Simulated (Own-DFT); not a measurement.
# One host, several defects: 2H SiC

No measurement is shown. These are fixed-geometry runs of a retired plane-wave code named Own-DFT, which no person has reviewed; spin and spin-orbit coupling are neglected.

All runs used: PBE; PseudoDojo norm-conserving scalar-relativistic files; cutoff 42 hartree; 4 x 4 x 3 k mesh centred on Gamma; Fermi-Dirac smearing of 0.1 eV.

Limits (not all hold for every row): some atoms lie very close together; not probed for a lower state with spin; forces on such cells passed a denser k mesh, each cell not checked; stress not checked against mesh or cutoff.

All runs share one cell, with vectors in Å (9.248, 0.000, 0.000); (-4.624, 8.009, 0.000); (0.000, 0.000, 10.068) and a volume of 745.7 Å³. Atoms were moved at random from their sites; u is the rms move along one axis. The defect's site can differ from row to row.

| cell | formula | u (Å) | P (GPa) |
|---|---|---|---|
| no defect | C36Si36 | 0.0306 | 3.86 |
| no defect | C36Si36 | 0.0327 | 4.00 |
| no defect | C36Si36 | 0.0601 | 6.40 |
| one C on a Si site and one Si on a C site | C36Si36 | 0.0289 | 7.47 |
| one C on a Si site and one Si on a C site | C36Si36 | 0.0291 | 7.36 |
| one C on a Si site and one Si on a C site | C36Si36 | 0.0468 | 8.51 |
| one C on a Si site and one Si on a C site | C36Si36 | 0.0517 | ? |
| two N on a C site each | C34N2Si36 | 0.0295 | 3.00 |
| two N on a C site each | C34N2Si36 | 0.0313 | 2.91 |
| two N on a C site each | C34N2Si36 | 0.0496 | 4.34 |
| two Al on a Si site each | Al2C36Si34 | 0.0302 | 5.93 |
| two Al on a Si site each | Al2C36Si34 | 0.0316 | 5.94 |
| two Al on a Si site each | Al2C36Si34 | 0.0540 | 7.81 |
| one Si on a C site | C35Si37 | 0.0296 | 10.40 |
| one Si on a C site | C35Si37 | 0.0308 | 10.60 |
| one Si on a C site | C35Si37 | 0.0503 | 11.48 |

## Worked fit

P = P0 + c u² + a shift for each defect gives P0 = 3.11 GPa, c = 875 ± 44 GPa/Å² and a scatter of 0.15 GPa. The shifts, and each times the cell's volume:

- one Si on a C site: 6.44 ± 0.13 GPa, 30.0 eV
- one C on a Si site and one Si on a C site: 3.54 ± 0.13 GPa, 16.5 eV
- two Al on a Si site each: 2.04 ± 0.12 GPa, 9.5 eV (4.7 eV for each of its 2 sites)
- two N on a C site each: -0.96 ± 0.13 GPa, -4.5 eV (-2.2 eV for each of its 2 sites)

Against the defect-free cell, a freed cell would be larger where the shift is positive and smaller where it is negative (160.2 GPa Å³ is 1 eV). The atoms around the defects weren't relaxed, which would change these numbers.

## Test on the hidden row

Asked: what pressure belongs in the blank (one C on a Si site and one Si on a C site, u = 0.0517 Å)?

The fit gives 8.99 ± 0.19 GPa. Computed: 9.04 GPa.
